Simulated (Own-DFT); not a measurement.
# Computed records: GaAs (twinned zincblende, atoms displaced)

Computed with Own-DFT development build. A calculation, not a measurement: plane-wave PBE density functional theory by an unreviewed code, no spin, of a simulated periodic cell, stress positive in tension, free energy of the whole cell less one offset for each atom, forces on such cells moved up to 12 meV/angstrom on a denser k mesh; offsets are fitted by least squares, one for each functional and potential file, so energies compare only between cells with the same atoms and settings and are not formation energies; the far tail of each file's local potential was reset to the Coulomb form; each entry is a single point on an unrelaxed cell, so the pressure reflects the starting lattice, mostly measured values (interpolated for alloys), from which strain is counted, and rises with the displacements; printed positions are rounded, which can move forces by about a meV/angstrom; the program, named Own-DFT, is a retired in-house code; no spin-orbit coupling; before rounding, a Quantum ESPRESSO 7.3.1 run of the same cell and cutoff gave forces within 1 meV/angstrom rms on each cell, which checks the program and not the settings.

Settings shared by all entries: functional PBE; potential files PseudoDojo norm-conserving, scalar-relativistic, standard set; wave cutoff 42 hartree; occupations Fermi-Dirac; smearing width 0.1 eV; k mesh 4 x 4 x 2 centred on Gamma.

(1) 
```xyz
48
Lattice="5.6533 -5.6533 0.0000 0.0000 5.6533 -5.6533 11.3066 11.3066 11.3066" Properties=species:S:1:pos:R:3:force_x:R:1:force_y:R:1:force_z:R:1 formula=GaAs free_energy_of_cell_above_offsets=-17.656 pressure=4 stress_xx=-3.99 stress_yy=-3.92 stress_zz=-4.1 stress_yz=-0.27 stress_xz=0.29 stress_xy=0.01
Ga     4.8973    10.4880    -0.7363     -0.337      0.786      0.035
As     0.7490     0.7226     0.6336      0.335      0.144      0.297
Ga     2.2072     2.1225    -0.8320     -0.459     -0.087      0.686
As     3.4852     3.5214     0.7207      0.239     -0.401     -0.058
Ga     5.0106     2.1819     2.1333     -0.779     -0.712     -0.719
As     6.2689     3.4983     3.5428      1.555      0.644      0.017
Ga    10.5911     2.1190     2.1572      0.444      0.461     -0.501
As     6.3490    -2.1214    -2.1308     -0.041      -0.33      0.147
Ga     2.0638     4.8808    -3.5196      0.737      1.096     -0.192
As     3.5753     6.4552    -2.0954     -0.613     -0.811     -0.475
Ga     4.8377     4.8704    -0.7329      0.605      0.794       0.21
As     6.3631     6.4115     0.6525     -0.886     -1.035      0.402
Ga     7.7437     7.7886    -0.6629      0.061     -0.123      -0.92
As     3.5196     3.4658    -4.8857     -0.101       0.77     -1.039
Ga     4.9628    -0.7141    -0.7830     -0.504      0.513      1.026
As     6.4278     0.7646     0.7610     -0.743     -1.188     -0.076
Ga     7.8429    -0.7295     2.1744     -0.857      0.116      0.119
As     9.2028     0.7414     3.5165     -0.223     -0.321      0.699
Ga     7.7679     4.9492     2.0750     -0.863      0.441      0.565
As     3.4926     0.7021    -2.2423      1.404      0.329      0.467
Ga     5.0322     2.2033    -3.5871     -0.043     -0.962      0.103
As     6.3505     3.4543    -2.0283      0.149      0.891     -0.589
Ga     7.7496     2.1087    -0.6561      0.716      0.038      0.022
As     9.1310     3.5867     0.7383      0.431      -0.95     -0.144
Ga    10.6806    10.5902    10.5674     -0.912       0.48      0.274
As     6.3380     6.2744     6.2394     -0.014      0.829      0.909
Ga    11.5762     5.9047     3.0652      0.128     -0.113     -0.398
As    13.0062     7.3132     4.5405     -0.358      0.219     -1.257
Ga    12.5344     9.6637     3.9805      -0.46      0.197      0.574
As    13.8860    11.1862     5.3621      0.655     -2.906      1.155
Ga    16.1928     7.8606     7.7403      0.587     -0.666     -0.033
As     6.4715     9.1593     3.5552      -1.62      0.549      0.021
Ga    11.4708     3.0861     5.8660      0.032     -0.585      0.235
As    12.8612     4.4840     7.3138      0.552      0.101     -0.537
Ga    12.4308     6.8994     6.7631      1.053     -0.684      0.929
As    13.9143     8.2282     8.2466     -0.887      0.123      0.081
Ga    13.3931    13.3130     4.9427     -0.204      2.264     -0.223
As     9.0817     9.1348     0.7545      0.828      0.918     -0.389
Ga     8.6756     8.6151     3.0598      0.941      0.904      0.326
As    10.1001    10.0701     4.5470      0.359     -0.023     -0.954
Ga     9.6340    12.4339     4.0111      0.578     -0.151      0.142
As    11.0577    13.9344     5.4016      -0.02     -0.619     -0.178
Ga    13.3663    10.5774     7.8875      -0.67     -0.167     -1.393
As     9.1724     6.3796     3.4941      0.589     -1.107      0.274
Ga     8.7064     5.9130     5.8451      0.156     -0.311       0.27
As    10.2086     7.2247     7.3182     -1.629      0.806      0.037
Ga     9.6464     9.6797     6.8456      -0.79     -0.947      0.214
As    10.9487    11.0625     8.2443      0.879      0.786      -0.16
```

Units: free_energy_of_cell_above_offsets in eV; pressure, stress_xx, stress_yy, stress_zz, stress_yz, stress_xz, stress_xy in GPa; force_x, force_y, force_z in eV/Å.

(2) 
```xyz
48
Lattice="5.6533 -5.6533 0.0000 0.0000 5.6533 -5.6533 11.3066 11.3066 11.3066" Properties=species:S:1:pos:R:3:force_x:R:1:force_y:R:1:force_z:R:1 formula=GaAs free_energy_of_cell_above_offsets=-16.747 pressure=4.25 stress_xx=-4.44 stress_yy=-3.95 stress_zz=-4.35 stress_yz=-0.12 stress_xz=-0.88 stress_xy=-0.1
Ga     5.0110    10.5788    -0.6606     -0.585      0.483     -0.176
As     0.8584     0.7367     0.6902     -1.163     -0.304      0.279
Ga     2.0075     2.2260    -0.7021      2.054     -0.384      0.196
As     3.5555     3.4761     0.8263     -0.649       0.71     -1.431
Ga     4.9379     2.0748     2.0985     -0.072     -0.957      0.451
As     6.1988     3.5199     3.4984      1.779     -0.032      0.001
Ga     4.9639     7.7630     2.0601     -0.951      0.849      0.776
As     0.7319     3.4763    -2.1382     -0.878      1.686     -0.265
Ga     2.1592     4.9791    -3.5242     -0.451     -0.728      0.103
As     3.4501     6.3093    -2.1052      0.569      1.166      0.547
Ga     4.8962     4.9854    -0.6986      0.355     -0.633       0.37
As     6.3483     6.4074     0.7774       0.11     -0.923     -0.937
Ga     7.7079     7.6420    -0.7708      0.245       1.31      0.064
As     3.4985    -2.0730     0.7098      0.709     -0.301     -0.048
Ga     4.8693    -0.6285    -0.7303      0.439     -0.513     -0.166
As     6.3860     0.6210     0.7545     -0.688      1.514     -1.391
Ga     7.7106    -0.6859     2.0750      1.207     -0.807      0.914
As     9.1889     0.6566     3.5044      0.264      0.126     -0.035
Ga     7.8284     5.0236     2.1141     -0.959     -1.112      0.003
As     3.5335     0.7535    -2.2029     -0.731      0.086      0.686
Ga     4.9783     2.0794    -3.5677      0.312       0.62     -0.164
As     6.4376     3.5305    -2.1082     -1.544       0.46     -0.371
Ga     7.7811     2.2847    -0.6741     -0.887     -2.541     -0.701
As     9.0952     3.5473     0.6041      1.791      1.033      1.991
Ga    16.2714    10.6833     5.0010      0.151     -0.322     -0.718
As     6.4010     6.4319     6.3074      0.235     -0.833      0.723
Ga    11.5327     5.8934     3.0928      0.074      0.295     -0.518
As    13.0145     7.2477     4.4785     -0.419       0.63     -0.224
Ga    12.4358     9.6604     4.0823      0.558     -0.393     -0.759
As    13.9081    10.9919     5.4509      -0.23      0.969      0.345
Ga    10.6478    13.4952     7.7156     -1.093      0.077      1.457
As    12.0121     3.5625     3.5769     -0.797     -0.085     -0.727
Ga    11.5765     3.0560     5.8530     -0.732      0.705      0.888
As    13.0399     4.4610     7.2931     -1.398     -0.011      0.546
Ga    12.6096     6.8496     6.8179      -0.91     -0.948     -0.444
As    13.8653     8.1077     8.2652      0.804      2.023      0.579
Ga    13.3907    13.4834     4.9769      0.032     -1.013      0.069
As     9.1277     9.2554     0.8081      0.438     -0.849     -1.285
Ga     8.6297     8.7491     3.0903      0.857       0.16      0.349
As    10.1358    10.1348     4.5378     -0.533     -0.562      0.207
Ga     9.6898    12.4509     4.0783      0.338      0.279     -0.786
As    11.0455    13.9014     5.5313      0.273      0.824     -2.253
Ga    13.2357    10.6751     7.8307      1.711     -1.172     -0.451
As     9.1404     6.3746     3.5274      0.862      0.524     -0.234
Ga     8.8044     5.9063     5.8166     -0.463      0.079      0.941
As    10.2253     7.3004     7.2616     -0.116     -0.115      0.678
Ga     9.6415     9.6498     6.9649      0.464     -0.681     -1.086
As    11.0021    11.1928     8.0743      -0.38     -0.389      2.006
```

Units: free_energy_of_cell_above_offsets in eV; pressure, stress_xx, stress_yy, stress_zz, stress_yz, stress_xz, stress_xy in GPa; force_x, force_y, force_z in eV/Å.

(3) 
```xyz
48
Lattice="5.6533 -5.6533 0.0000 0.0000 5.6533 -5.6533 11.3066 11.3066 11.3066" Properties=species:S:1:pos:R:3:force_x:R:1:force_y:R:1:force_z:R:1 formula=GaAs free_energy_of_cell_above_offsets=-17.243 pressure=4.14 stress_xx=-4.29 stress_yy=-4.36 stress_zz=-3.77 stress_yz=0.1 stress_xz=0.16 stress_xy=0.48
Ga     4.8906     4.8921     4.8716      0.789      0.799     -0.082
As     6.3424     0.7547    -4.9243      0.798     -0.875     -0.864
Ga     2.0733     2.2152    -0.8332      0.963     -0.793       1.71
As     3.5396     3.5386     0.7982     -0.752      0.476     -1.234
Ga     4.9179     2.0765     2.0696      0.144      0.307     -0.194
As     6.2456     3.4799     3.4475      1.424      0.287      0.454
Ga    10.5351     2.0873     2.1160      0.816      1.144     -0.595
As     6.2843    -2.1784    -2.1082      0.178      1.268      -0.46
Ga     2.0986     4.8405    -3.5397     -0.354      0.741      -0.03
As     3.5308     6.3780    -2.2916     -0.473     -0.919      1.607
Ga     4.9612     4.9614    -0.6938     -0.729     -0.201     -0.389
As     6.2982     6.3130     0.7538      0.144       0.72     -0.524
Ga     7.7615     7.7042    -0.6753     -0.406      1.041      0.308
As     3.5485    -2.0808     0.6974     -0.255     -1.006     -0.044
Ga     4.9826    -0.7477    -0.6769     -0.279      0.776      -0.05
As     6.3262     0.6704     0.7902      0.464      0.724     -1.781
Ga     7.6672    -0.6690     2.1399      1.601      0.093      0.386
As     9.2461     0.8342     3.5544     -1.238     -1.508      0.067
Ga     7.7662     5.0146     2.0573      0.215     -1.286      0.418
As     3.5316     0.7300    -2.0836      0.367       -0.1     -0.276
Ga     4.9898     2.0943    -3.5890      -0.59      0.689      0.923
As     6.4231     3.5682    -2.1010     -1.345     -0.205     -0.194
Ga     7.8153     2.1906    -0.8172      -0.12     -1.425      0.432
As     9.2073     3.5063     0.5726     -0.355      0.249      1.418
Ga    16.2103    10.5943     4.9303      1.428      0.953       -0.1
As     6.3707     6.4407     6.2683     -0.024     -2.184      0.644
Ga    11.6389     5.8486     3.0862     -0.244      0.584     -0.632
As    13.0336     7.3301     4.4413     -0.876     -0.305      0.961
Ga    12.4803     9.6675     4.0535      0.345       -0.1       0.13
As    14.0118    11.0015     5.4332     -1.897      0.471      0.277
Ga    16.2262     7.8746     7.7534     -0.309     -0.636     -0.829
As     6.3899     9.1868     3.5151     -0.517     -0.463      0.532
Ga    11.5028     2.9808     5.9590     -0.437      1.497     -0.762
As    12.8703     4.3829     7.3727        0.9      0.735     -0.459
Ga    12.5318     6.8034     6.9085     -0.628     -0.098     -0.652
As    13.8998     8.2903     8.2619     -0.253     -0.217      0.205
Ga    13.4031    13.3469     4.9566      0.337      0.362      0.078
As     9.1785     9.2173     0.8520     -0.113      0.534     -2.321
Ga     8.7046     8.7284     3.0265      0.191     -0.318      1.512
As    10.1812    10.1396     4.4785     -0.764     -0.208      0.617
Ga     9.6619    12.4844     4.0641      0.282     -0.221     -0.636
As    11.0450    13.9943     5.3302      0.544     -1.068      0.772
Ga    13.3774    10.6258     7.7957      0.459      0.134     -0.003
As     9.2118     6.3393     3.5089      0.525      0.291     -0.565
Ga     8.7364     6.0159     5.8016     -0.374     -0.936      0.586
As    10.0403     7.3296     7.3021      1.306      -0.45      0.487
Ga     9.6748     9.6306     6.9093     -0.352      0.886     -0.401
As    11.0814    11.1726     8.2759     -0.531     -0.238     -0.446
```

Units: free_energy_of_cell_above_offsets in eV; pressure, stress_xx, stress_yy, stress_zz, stress_yz, stress_xz, stress_xy in GPa; force_x, force_y, force_z in eV/Å.

(4) 
```xyz
48
Lattice="5.6533 -5.6533 0.0000 0.0000 5.6533 -5.6533 11.3066 11.3066 11.3066" Properties=species:S:1:pos:R:3:force_x:R:1:force_y:R:1:force_z:R:1 formula=GaAs free_energy_of_cell_above_offsets=-17.159 pressure=4.11 stress_xx=-3.77 stress_yy=-4.12 stress_zz=-4.44 stress_yz=-0.56 stress_xz=-1.11 stress_xy=-0.86
Ga     4.9670     4.9469     4.9497     -0.287      0.196     -0.117
As     0.7135     0.6564     0.6558       -0.3      0.144      0.624
Ga     2.1215     2.0419    -0.7257      0.226          1      0.597
As     3.6485     3.4379     0.7572     -1.947      1.373     -0.771
Ga     4.9064     2.1346     2.1568      1.009     -0.962      0.329
As     6.3028     3.5334     3.5524      1.188      -0.21      0.139
Ga     4.9908     7.7694     2.1673     -0.566     -0.821     -1.781
As     0.7412     3.5220    -2.1376     -0.988     -0.308      0.665
Ga     2.0704     4.8936    -3.4986      0.271      0.599     -0.375
As     3.5559     6.2639    -2.1244     -0.091      0.244     -0.378
Ga     4.9659     4.9395    -0.7052      -0.23     -0.921      0.043
As     6.3243     6.3182     0.6091      1.307      1.159      0.854
Ga     8.0469     2.2165     4.9944     -2.854     -1.452     -1.368
As     3.4795    -2.0615     0.6912      0.545     -0.361       0.13
Ga     4.7865    -0.6155    -0.8094      2.077     -1.414      1.451
As     6.3594     0.7560     0.6278     -0.419     -0.025      0.012
Ga     7.6582    -0.5852     2.1808      0.651     -0.732     -0.829
As     9.2018     0.7591     3.4897      0.109     -0.588      0.441
Ga     7.8059     5.0236     2.1887     -1.772     -1.164     -1.178
As     3.5395     0.7119    -2.1099     -0.861      1.045      -1.57
Ga     4.9377     2.1173    -3.5524      0.336      0.322     -0.315
As     6.3927     3.5180    -2.1127     -0.367      0.037     -0.269
Ga     7.8618     2.1143    -0.8054      0.207      0.345      1.022
As     9.2436     3.6211     0.7906     -0.487     -0.762     -0.547
Ga    16.1844    10.6075     4.9543      0.259     -0.544      -0.05
As     6.3973     6.3821     6.3240     -0.087      0.065      0.188
Ga    11.6546     5.8431     3.0321     -0.876     -0.357     -0.346
As    13.0039     7.2174     4.4043      0.027      0.925      1.031
Ga    12.4953     9.6761     3.9358     -0.709     -0.901      1.055
As    13.8510    11.0935     5.3646     -0.003     -0.233      0.455
Ga    16.2250     7.7424     7.7712      0.176      0.466     -0.094
As    11.9131     3.4315     3.5307      1.504      1.317      0.837
Ga    11.5504     3.0864     5.9114     -0.704     -0.427     -0.239
As    12.8915     4.4104     7.3220      0.735      1.037     -0.502
Ga    12.4892     6.8321     6.8802      0.236      0.123     -0.452
As    13.9138     8.3196     8.2944     -0.259     -0.202     -0.778
Ga    13.4706     7.7830    10.5824     -0.492      0.144      0.258
As     9.1466     3.6217     6.3092      1.574       1.29      2.072
Ga     8.6869     8.8014     3.0964     -0.152     -0.817     -0.377
As    10.0858    10.0680     4.5922      0.628      0.901     -1.026
Ga     9.7365    12.5595     4.0119     -0.813     -1.451     -0.407
As    11.0563    13.8291     5.3922      0.748      1.189      0.748
Ga    13.4004    10.6776     7.7766     -0.251     -0.277     -0.288
As     9.1961     6.3139     3.4265      1.369       1.73      1.413
Ga     8.7501     5.9965     5.8777     -0.021      -0.05     -0.666
As    10.1251     7.3930     7.3158      0.511     -1.242      0.102
Ga     9.6446     9.6238     6.8827     -0.494      0.845      0.153
As    11.0017    11.0852     8.2543      0.338     -0.276      0.102
```

Units: free_energy_of_cell_above_offsets in eV; pressure, stress_xx, stress_yy, stress_zz, stress_yz, stress_xz, stress_xy in GPa; force_x, force_y, force_z in eV/Å.

(5) 
```xyz
48
Lattice="5.6533 -5.6533 0.0000 0.0000 5.6533 -5.6533 11.3066 11.3066 11.3066" Properties=species:S:1:pos:R:3 formula=GaAs
Ga    10.5302     5.0137    -0.5863
As     6.2303     0.7619    -4.9419
Ga     2.1598     2.0621    -0.8049
As     3.4765     3.5237     0.8136
Ga     4.9138     2.0950     2.1949
As     6.3440     3.5568     3.5131
Ga     4.9744     7.8035     2.1438
As     6.2831    -2.1124    -2.1677
Ga     2.0606     4.9188    -3.5202
As     3.5448     6.3838    -2.1893
Ga     4.7980     4.9540    -0.6735
As     6.3570     6.3399     0.6819
Ga     7.8240     2.1003     4.8111
As     3.5076     3.5157    -4.9502
Ga     4.9109    -0.6006    -0.6904
As     6.4469     0.6196     0.6685
Ga     7.6710    -0.7615     2.1327
As     9.1748     0.6922     3.6061
Ga     7.8726     4.9103     2.0396
As     3.5352     0.7474    -2.1986
Ga     5.0466     2.1290    -3.5423
As     6.3414     3.5926    -2.1074
Ga     7.7546     2.1536    -0.6273
As     9.1589     3.5074     0.6460
Ga    10.6225    10.6383    10.5520
As    11.9643     0.7382     6.3432
Ga    11.4680     5.8903     3.0321
As    12.8832     7.2788     4.3882
Ga    12.5391     9.8290     4.0518
As    13.9593    10.9703     5.4250
Ga    10.6694    13.3816     7.7568
As    12.0549     3.5740     3.5816
Ga    11.5614     2.9943     5.8493
As    13.0894     4.4758     7.2208
Ga    12.6064     6.8467     6.7698
As    13.8912     8.2548     8.1864
Ga    13.4600     7.7915    10.5767
As     9.2530     3.4978     6.2786
Ga     8.6837     8.7487     3.0377
As    10.1332    10.2139     4.4114
Ga     9.6454    12.4786     3.9864
As    11.0708    13.9038     5.4405
Ga    13.3222    10.6903     7.8302
As     9.1833     6.3593     3.5282
Ga     8.6489     5.8860     5.8426
As    10.0877     7.3490     7.3385
Ga     9.7442     9.6708     6.8856
As    11.0408    11.1108     8.2459
```

Question: What stress zz does the calculation give for GaAs (twinned zincblende, atoms displaced) (entry 5)?
Answer: -3.81 GPa

Further results for GaAs (twinned zincblende, atoms displaced) (entry 5):

| Quantity | Value |
| --- | --- |
| free energy of cell above offsets | -17.522 eV |
| pressure | 4 GPa |
| stress xx | -4.17 GPa |
| stress yy | -4.01 GPa |
| stress yz | -0.51 GPa |
| stress xz | -0.11 GPa |
| stress xy | -0.41 GPa |

Force:
| element | x (eV/Å) | y (eV/Å) | z (eV/Å) |
| --- | --- | --- | --- |
| Ga | 0.481 | -0.666 | -1.058 |
| As | 1.879 | -0.798 | -0.817 |
| Ga | -0.773 | 0.909 | 0.958 |
| As | 0.076 | -0.611 | -0.899 |
| Ga | 1.108 | 0.367 | -1.018 |
| As | 0.05 | 0.396 | 0.201 |
| Ga | 0.028 | -0.407 | -0.027 |
| As | 0.427 | 0.145 | 1.015 |
| Ga | 0.041 | 0.373 | -0.488 |
| As | -1.253 | -0.514 | 0.984 |
| Ga | 0.538 | 0.022 | 0.133 |
| As | 0.113 | 0.229 | -0.155 |
| Ga | -1.162 | 0.618 | 1.13 |
| As | 0.499 | 0.568 | 0.241 |
| Ga | -0.249 | -0.92 | -0.276 |
| As | -0.985 | 1.122 | 0.442 |
| Ga | 1.119 | 0.535 | 0.397 |
| As | 0.353 | -0.611 | -1.715 |
| Ga | -1.132 | 0.409 | 0.551 |
| As | 0.516 | -0.158 | 0.155 |
| Ga | -1.039 | 1.033 | 0.439 |
| As | -0.627 | -0.675 | 1 |
| Ga | -0.157 | -0.499 | -1.393 |
| As | 0.902 | -0.229 | 0.82 |
| Ga | -0.04 | -0.638 | 0.536 |
| As | 0.526 | -0.618 | 0.535 |
| Ga | 0.43 | -0.027 | 0.139 |
| As | 0.469 | 1.009 | 0.225 |
| Ga | -0.84 | -1.49 | -1.507 |
| As | 0.054 | 1.585 | 0.972 |
| Ga | -0.959 | 0.791 | -0.228 |
| As | -0.462 | -0.024 | -0.694 |
| Ga | 0.371 | 1.151 | 0.531 |
| As | -1.083 | 0.013 | 0.641 |
| Ga | -1.133 | -0.374 | -0.191 |
| As | 0.49 | 0.522 | 0.484 |
| Ga | -0.339 | -0.763 | -0.301 |
| As | -0.724 | 0.41 | 0.456 |
| Ga | 0.749 | -0.107 | -0.343 |
| As | 0.29 | -0.977 | 0.663 |
| Ga | -0.444 | 0.761 | 0.247 |
| As | 0.188 | -0.031 | -0.664 |
| Ga | 0.888 | -0.947 | -0.67 |
| As | -0.47 | 0.319 | -0.212 |
| Ga | 0.61 | -0.067 | 0.558 |
| As | 0.801 | -0.777 | -0.808 |
| Ga | -0.15 | -0.164 | -1.161 |
| As | 0.023 | -0.194 | 0.173 |
